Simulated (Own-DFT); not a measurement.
Simulation results for SiC (2H silicon carbide, atoms displaced), Si₃N₄ (beta silicon nitride, strained, atoms displaced), SiC (3C silicon carbide, strained, atoms displaced)

Computed with Own-DFT development build. A calculation, not a measurement: plane-wave PBE density functional theory by an unreviewed code, no spin, of a simulated periodic cell, stress positive in tension, free energy of the whole cell less one offset for each atom, forces on such cells passed a denser k mesh, this cell's mesh not checked; offsets are fitted by least squares, one for each functional and potential file, so energies compare only between cells with the same atoms and settings and are not formation energies; the far tail of each file's local potential was reset to the Coulomb form; each entry is a single point on an unrelaxed cell, so the pressure reflects the starting lattice, mostly measured values (interpolated for alloys), from which strain is counted, and rises with the displacements; printed positions are rounded, which can move forces by about a meV/angstrom; the program, named Own-DFT, is a retired in-house code; no spin-orbit coupling.

Settings shared by all entries: functional PBE; potential files PseudoDojo norm-conserving, scalar-relativistic, standard set; wave cutoff 42 hartree; occupations Fermi-Dirac; smearing width 0.1 eV.

(1) SiC (2H silicon carbide, atoms displaced)

```xyz
72
Lattice="9.2481 0.0000 0.0000 -4.6241 8.0091 0.0000 0.0000 0.0000 10.0681" Properties=species:S:1:pos:R:3 SiC
Si     0.0639     0.0120     0.0661
Si    -0.0152     1.8210     2.5889
C      0.0147     0.0569     1.8770
C      0.0219     1.8682     4.4687
Si     4.6848     7.8290     4.9738
Si    -0.0476     1.6476     7.6258
C      4.5602     7.9412     6.8876
C      0.0172     1.7332     9.4008
Si     7.6097     2.6085    10.0413
Si    -1.5126     4.4548     2.6697
C     -1.4869     2.6566     1.8464
C     -1.5500     4.4520     4.4283
Si     7.6165     2.7153     5.0608
Si    -1.5980     4.5082     7.5076
C      7.6725     2.6772     6.9562
C     -1.5303     4.4526     9.4039
Si    -3.1281     5.4299    10.0391
Si    -3.0268     7.1546     2.4255
C     -3.0036     5.2629     1.8925
C     -3.0885     7.0740     4.3911
Si     6.1660     5.2628     5.0253
Si    -2.9574     7.0421     7.5714
C     -3.0529     5.3918     6.9842
C     -3.0414     7.1051     9.4257
Si     3.1958     0.0388     0.1002
Si     3.1816     1.7919     2.4669
C      3.1036     0.0064     1.9256
C      3.0893     1.6929     4.3579
Si     3.0214     0.0369     5.1219
Si     3.0410     1.8265     7.5723
C     -1.4658     8.0041     6.9111
C      3.1371     1.7953     9.3522
Si     1.5509     2.6575    10.0538
Si     1.5606     4.4498     2.6027
C      1.5435     2.6798     1.7990
C      1.5806     4.4495     4.3857
Si     1.5336     2.7300     4.9740
Si     1.6762     4.3487     7.5776
C      1.4619     2.6418     6.9699
C      1.4942     4.4845     9.3667
Si    -0.0023     5.3272    10.0248
Si    -0.0884     7.1867     2.4967
C      0.0991     5.3480     1.8333
C     -0.0392     7.1058     4.3880
Si     0.0376     5.4254     4.8932
Si    -0.0474     7.1581     7.5502
C      0.0120     5.2605     6.9227
C      0.0248     7.1251     9.4215
Si     1.5354     7.9514     9.9993
Si     6.2866     1.8442     2.5553
C      6.1613     0.0258     1.9614
C      6.1233     1.8626     4.4157
Si     1.6968     8.0017     4.9730
Si     6.1744     1.7271     7.5741
C      6.0655     0.0020     6.8744
C      6.1874     1.7553     9.4427
Si     4.6059     2.7687    10.0133
Si     4.6981     4.4185     2.5190
C      4.5900     2.6946     1.8164
C      4.7852     4.4603     4.3818
Si     4.5595     2.5565     4.9414
Si     4.6189     4.3430     7.4859
C      4.6914     2.7502     6.9070
C      4.6704     4.4689     9.5318
Si     3.1266     5.3078    10.0568
Si     3.0111     7.2484     2.4738
C      3.1249     5.2215     1.9844
C      3.1315     7.1936     4.4342
Si     3.0447     5.3271     5.1261
Si     3.0664     7.0660     7.5439
C      3.1806     5.3516     6.8989
C      3.1644     7.0232     9.4619
```

```
hardware                          : one NVIDIA H100
k mesh                            : 4 x 4 x 3 centred on Gamma
free energy of cell above offsets : -3.181 eV
pressure                          : 6.09 GPa
stress xx                         : -5.43 GPa
stress yy                         : -4.97 GPa
stress zz                         : -7.86 GPa
stress yz                         : -0.19 GPa
stress xz                         : -0.91 GPa
stress xy                         : -0.28 GPa
wall time                         : 404.6 s
```

Force:
```csv
element,x (eV/Å),y (eV/Å),z (eV/Å)
Si,-0.663,-0.204,-2.153
Si,1.406,-0.073,-1.126
C,0,-0.544,1.284
C,-1.347,-1.731,-0.982
Si,-0.464,4.192,2.083
Si,-0.141,1.636,-2.869
C,1.848,-0.245,0.345
C,-0.537,0.205,2.208
Si,3.269,2.113,-0.048
Si,0.759,-0.159,-4.675
C,-0.411,0.904,1.153
C,0.984,0.251,1.179
Si,2.111,-0.75,1.133
Si,2.529,-2.077,1.105
C,0.004,-0.546,-0.141
C,-1.187,-0.14,0.555
Si,2.765,-2.586,1.152
Si,-1.884,-1.847,1.845
C,-0.529,2.038,-0.4
C,1.861,-0.415,-0.68
Si,1.724,2.567,1.483
Si,-2.302,2.877,-0.146
C,-1.493,-2.105,-2.192
C,0.67,2.047,1.166
Si,-1.29,-0.331,-2.814
Si,-2.477,0.389,0.185
C,-0.657,1.4,-1.189
C,-1.222,1.669,0.043
Si,0.865,-2.042,-2.174
Si,0.839,-0.646,-2.069
C,-2.384,1.419,1.052
C,-0.561,-0.002,2.838
Si,-0.439,0.676,-1.236
Si,0.669,-0.202,-3.54
C,0.398,-0.485,2.755
C,-0.271,0.785,1.375
Si,0.213,-1.571,1.936
Si,-2.96,1.948,-1.324
C,1.479,-0.837,-1.379
C,2.117,-1.047,1.768
Si,-0.408,-0.296,0.081
Si,3.485,-2.381,1.025
C,-1.584,0.484,1.789
C,0.719,2.477,-0.527
Si,-0.701,-2.408,3.549
Si,1.828,-2.693,-0.569
C,0.808,1.699,-0.936
C,-0.644,-0.134,0.502
Si,1.47,0.619,1.53
Si,-2.335,-0.587,-1.291
C,-1.794,1.215,-1.869
C,1.436,-2.167,-0.675
Si,-4.358,1.535,1.294
Si,0.002,1.118,-0.959
C,2.146,-0.5,0.507
C,-2.087,-0.825,-0.297
Si,0.876,-2.515,0.744
Si,-0.495,0.819,-0.085
C,2.308,-0.512,0.891
C,-4.746,-2.256,0.195
Si,1.086,2.978,1.883
Si,1.506,4.558,2.169
C,-1.561,-4.555,-1.22
C,-0.864,0.368,-2.985
Si,-1.504,-0.722,1.741
Si,2.753,-3.746,0.96
C,-0.217,2.776,-1.396
C,-0.141,-2.771,-1.859
Si,2.1,0.474,-3.224
Si,-0.089,1.03,0.391
C,-1.436,-1.546,1.341
C,-0.85,1.928,-0.204
```

(2) Si₃N₄ (beta silicon nitride, strained, atoms displaced)

```xyz
42
Lattice="7.5793 0.0595 -0.0904 -3.7381 6.5029 0.1381 -0.1037 0.1230 8.5829" Properties=species:S:1:pos:R:3 Si3N4
Si    -1.5584     4.9827     0.8440
Si     0.3630     2.6498     0.7211
Si     1.3174     5.3200     0.8093
Si     5.3071     1.5369     2.0087
Si     3.5584     4.0258     2.1039
Si     2.3377     1.1202     2.0352
N      2.4675     0.2431     0.7855
N      6.2074     2.0612     0.5883
N      2.7416     4.3808     0.7019
N      1.4019     6.3655     2.2016
N     -2.4467     4.6079     2.2050
N      1.0246     2.1552     2.1553
N      0.0752     4.3718     0.8599
N      3.7663     2.3055     2.0646
Si    -1.5305     5.0315     3.7465
Si     0.2197     2.6843     3.6948
Si     1.2897     5.4268     3.6102
Si     5.3636     1.6522     4.8442
Si     3.5818     3.9322     5.1129
Si     2.4153     1.1669     5.1083
N      2.3406     0.3278     3.5830
N      6.2492     2.0730     3.5139
N      2.7217     4.4579     3.5624
N      1.3265     6.4096     5.0644
N     -2.4066     4.5513     5.0652
N      0.9764     2.3302     5.0823
N      0.0183     4.3666     3.6647
N      3.7230     2.1693     4.9315
Si    -1.6024     5.1198     6.5556
Si     0.2425     2.6549     6.5119
Si     1.2389     5.4861     6.4695
Si     5.2022     1.6570     7.8493
Si     3.5938     4.0837     7.8417
Si     2.3820     1.3173     7.8717
N      2.3004     0.3727     6.3640
N      6.1269     2.0787     6.3667
N      2.7668     4.3575     6.5171
N      1.3672     6.4479     7.9775
N     -2.4537     4.5882     8.0599
N      0.9792     2.3180     7.8749
N     -0.0636     4.4956     6.6276
N      3.7254     2.4799     7.8789
```

```
k mesh                            : 3 x 3 x 3 centred on Gamma
free energy of cell above offsets : -0.172 eV
pressure                          : 17.61 GPa
stress xx                         : -14.67 GPa
stress yy                         : -14.08 GPa
stress zz                         : -24.07 GPa
stress yz                         : 5.69 GPa
stress xz                         : -2.94 GPa
stress xy                         : 0.8 GPa
```

Force:
```csv
element,x (eV/Å),y (eV/Å),z (eV/Å)
Si,1.38,0.324,1.016
Si,-4.497,0.809,1.115
Si,4.609,4.192,-0.854
Si,1.219,2.591,0.715
Si,0.035,-1.761,2.002
Si,2.343,5.225,7.878
N,-0.154,-4.216,-7.581
N,1.736,0.058,1.585
N,0.091,0.547,-1.39
N,-0.403,-0.48,-0.539
N,1.258,0.737,2.26
N,-0.77,0.38,1.52
N,-4.453,-3.193,-0.284
N,-0.422,-1.957,0.216
Si,-1.377,1.715,-3.337
Si,-0.174,-0.272,-3.883
Si,2.519,0.966,1.09
Si,-0.741,-1.245,2.941
Si,-1.169,-0.883,-3.868
Si,-0.8,5.691,-10.25
N,-0.246,-2.688,0.399
N,-0.976,-0.719,-2.138
N,0.906,-0.285,1.594
N,0.289,-0.075,-0.994
N,-0.67,0.294,3.169
N,3.359,-2.367,0.917
N,-1.284,0.075,-0.007
N,1.596,3.079,0.648
Si,-1.573,-0.971,0.332
Si,-5.844,2.668,-2.292
Si,3.338,1.012,1.595
Si,2.573,0.324,-2.089
Si,-1.992,1.121,4.603
Si,1.34,0.464,0.39
N,-0.952,-5.862,9.622
N,0.979,0.173,0.206
N,-3.769,3.318,-3.499
N,-1.104,-0.376,-1.313
N,2.081,2.493,-3.006
N,2.632,-2.014,2.388
N,0.13,-2.781,-0.568
N,-1.05,-6.112,-0.311
```

(3) SiC (3C silicon carbide, strained, atoms displaced)

```xyz
96
Lattice="13.3321 0.0224 -0.0133 0.0149 8.7188 -0.0429 -0.0088 -0.0429 8.7794" Properties=species:S:1:pos:R:3 SiC
Si     0.0530     0.0667     0.0185
Si    13.2328     2.1465     2.2967
Si     2.2236     0.0317     2.1959
Si     2.1546     2.2314    -0.0080
C      1.0591     1.0812     1.1004
C      1.1153     3.1849     3.3030
C      3.3367     1.0903     3.3114
C      3.3021     3.2816     1.0849
Si     0.0142     0.0311     4.3269
Si     0.0195     2.2554     6.6255
Si     2.1967     8.6170     6.5724
Si     2.2510     2.1213     4.3018
C      1.1342     1.0065     5.5492
C      1.0434     3.2570     7.6352
C      3.3571     1.1363     7.5642
C      3.3439     3.2882     5.5239
Si    13.3015     4.4362     0.0075
Si     0.0299     6.5412     2.1626
Si     2.3040     4.3436     2.2063
Si     2.3378     6.5110     8.7183
C      1.0687     5.5208     1.1163
C      1.2041     7.6333     3.2080
C      3.2770     5.3847     3.1766
C      3.4464     7.5081     1.0390
Si    13.3068     4.4008     4.3812
Si    13.3270     6.4641     6.5478
Si     2.2124     4.3443     6.5858
Si     2.2372     6.5161     4.3704
C      1.0402     5.4491     5.5020
C      1.1398     7.5506     7.6785
C      3.3407     5.4580     7.7043
C      3.3160     7.5668     5.3474
Si     4.3765     0.0229     0.0180
Si     4.5097     2.2607     2.1313
Si     6.6634     0.0291     2.2231
Si     6.6168     2.1334     8.7599
C      5.6004     1.0968     1.0259
C      5.5722     3.2468     3.2348
C      7.7858     1.1026     3.2339
C      7.8546     3.3140     1.0060
Si     4.4707     8.6289     4.2462
Si     4.5210     2.1748     6.5773
Si     6.5984     0.0086     6.5343
Si     6.6856     2.1909     4.3352
C      5.5029     1.0317     5.4664
C      5.6571     3.1931     7.5852
C      7.7100     1.0978     7.7263
C      7.8303     3.2634     5.4767
Si     4.4948     4.3644     0.0479
Si     4.4472     6.4534     2.1662
Si     6.7313     4.4121     2.2045
Si     6.6204     6.5213    -0.0202
C      5.4754     5.4566     1.1188
C      5.4813     7.6566     3.2258
C      7.8204     5.4794     3.2805
C      7.7811     7.5299     1.0762
Si     4.4352     4.3318     4.4615
Si     4.4648     6.5502     6.5556
Si     6.6897     4.3305     6.4616
Si     6.6864     6.4071     4.3516
C      5.5779     5.3305     5.4297
C      5.6204     7.6007     7.6392
C      7.7149     5.3897     7.6092
C      7.8010     7.6670     5.4960
Si     8.8973     0.0663     0.0791
Si     8.8566     2.1944     2.1758
Si    11.1689     8.6432     2.1295
Si    11.0817     2.1744     0.0475
C      9.9969     1.0728     1.0501
C     10.0452     3.2416     3.2887
C     12.1628     1.0989     3.2928
C     12.2426     3.3897     1.0980
Si     8.8802     8.6909     4.3487
Si     8.8541     2.1750     6.5383
Si    11.1084     8.6809     6.5405
Si    11.0584     2.2485     4.3816
C      9.9598     1.0700     5.4532
C     10.0029     3.1974     7.6349
C     12.3014     1.1180     7.7300
C     12.2323     3.2365     5.4430
Si     8.8748     4.3519     8.7047
Si     8.9501     6.5426     2.0776
Si    11.0810     4.3890     2.1282
Si    11.1265     6.4779     8.6838
C      9.9969     5.4621     1.0282
C     10.0356     7.4763     3.2147
C     12.1998     5.4781     3.3602
C     12.1758     7.6100     1.1535
Si     8.9105     4.2913     4.3434
Si     8.8169     6.5408     6.4916
Si    11.0617     4.3220     6.5930
Si    11.1769     6.6086     4.3902
C      9.9713     5.5070     5.4743
C     10.0332     7.5863     7.6738
C     12.2309     5.4640     7.5936
C     12.1967     7.5690     5.5128
```

```
hardware                          : one NVIDIA H200
k mesh                            : 3 x 4 x 4 centred on Gamma
free energy of cell above offsets : -9.258 eV
pressure                          : -0.4 GPa
stress xx                         : 2.93 GPa
stress yy                         : -1.63 GPa
stress zz                         : -0.08 GPa
stress yz                         : -3.14 GPa
stress xz                         : -0.75 GPa
stress xy                         : 0.86 GPa
wall time                         : 573.6 s
```

Force:
```csv
element,x (eV/Å),y (eV/Å),z (eV/Å)
Si,-1.314,-2.303,-0.282
Si,1.678,1.783,-2.355
Si,0.776,-0.724,-0.684
Si,0.625,-0.678,-0.628
C,1.323,1.105,1.028
C,-0.222,1.346,-0.18
C,1.404,-0.293,-1.985
C,0.954,-0.284,-0.708
Si,0.237,-1.145,2
Si,-1.162,-3.168,-1.815
Si,0.881,1.091,-1.016
Si,-0.73,0.553,3.111
C,-0.657,1.412,-1.283
C,1.809,1.8,2.097
C,-1.271,-1.614,2.515
C,-0.181,-0.833,-0.652
Si,0.848,0.298,-0.551
Si,-0.808,0.279,1.413
Si,-4.062,-1.085,-1.468
Si,-3.038,0.041,1.558
C,2.143,-1.814,-1.321
C,-1.438,-0.053,0.845
C,2.397,1.642,3.653
C,-1.342,2.887,0.483
Si,0.346,-1.213,-0.28
Si,-0.083,2.206,0.54
Si,-0.063,0.355,0.064
Si,-1.247,-0.868,-1.19
C,2.242,-0.832,-1.132
C,-0.194,0.23,0.038
C,1.31,-1.752,-1.603
C,1.393,0.407,2.088
Si,1.396,-0.074,-1.113
Si,-1.212,-2.077,0.289
Si,-0.304,-1.307,-1.254
Si,1.669,0.962,-0.291
C,-1.346,-0.054,1.54
C,0.535,1.275,1.054
C,-0.053,-0.326,0.993
C,-1.741,-0.405,1.59
Si,-1.926,2.27,2.503
Si,-1.381,-0.133,-0.95
Si,1.255,-0.213,1.517
Si,-0.468,-0.754,0.716
C,0.685,0.687,-1.298
C,-1.251,1.56,1.381
C,1.249,-0.844,-1.329
C,-0.946,-0.38,-1.546
Si,-0.912,-0.616,-2.189
Si,-0.714,1.55,0.94
Si,-0.53,-0.858,-1.005
Si,0.68,-0.053,-0.39
C,3.026,-0.925,-0.554
C,2.746,-2.581,-0.908
C,0.542,-1.121,-0.835
C,-0.375,2.166,-0.085
Si,-0.747,-0.636,-2.584
Si,-0.091,-0.631,-0.286
Si,0.231,-0.644,2.009
Si,-0.405,2.83,0.36
C,-0.245,2.19,0.4
C,-1.579,0.299,-0.189
C,0.396,0.792,0.237
C,-1.535,-0.509,-1.691
Si,-1.306,-2.144,-2.464
Si,1.253,0.073,-0.726
Si,-2.38,1.462,1.35
Si,1.304,0.805,-1.227
C,0.575,0.764,2.524
C,-1.467,0.934,-1.564
C,-0.644,-0.637,0.385
C,-0.911,-2.191,0.391
Si,0.697,-0.426,-0.941
Si,0.334,-1.281,1.396
Si,0.353,0.828,0.814
Si,1.139,-2.167,0.868
C,0.497,0.225,0.233
C,-0.276,0.509,0.683
C,-1.661,-0.076,-0.81
C,-0.562,0.961,0.669
Si,0.409,-0.274,-0.56
Si,-0.752,-0.722,1.386
Si,0.625,0.613,1.443
Si,-0.147,0.959,1.169
C,0.313,-0.614,-0.704
C,-0.225,3.156,0.613
C,0.621,-0.243,-2.018
C,2.23,-0.658,-3.112
Si,0.592,1.962,0.59
Si,1.369,-0.224,2.069
Si,0.557,0.699,-1.224
Si,-1.704,-1.995,-0.009
C,0.342,-1.572,-0.563
C,-1.316,0.726,-0.489
C,-0.55,-1.506,1.333
C,1.489,1.841,-0.832
```
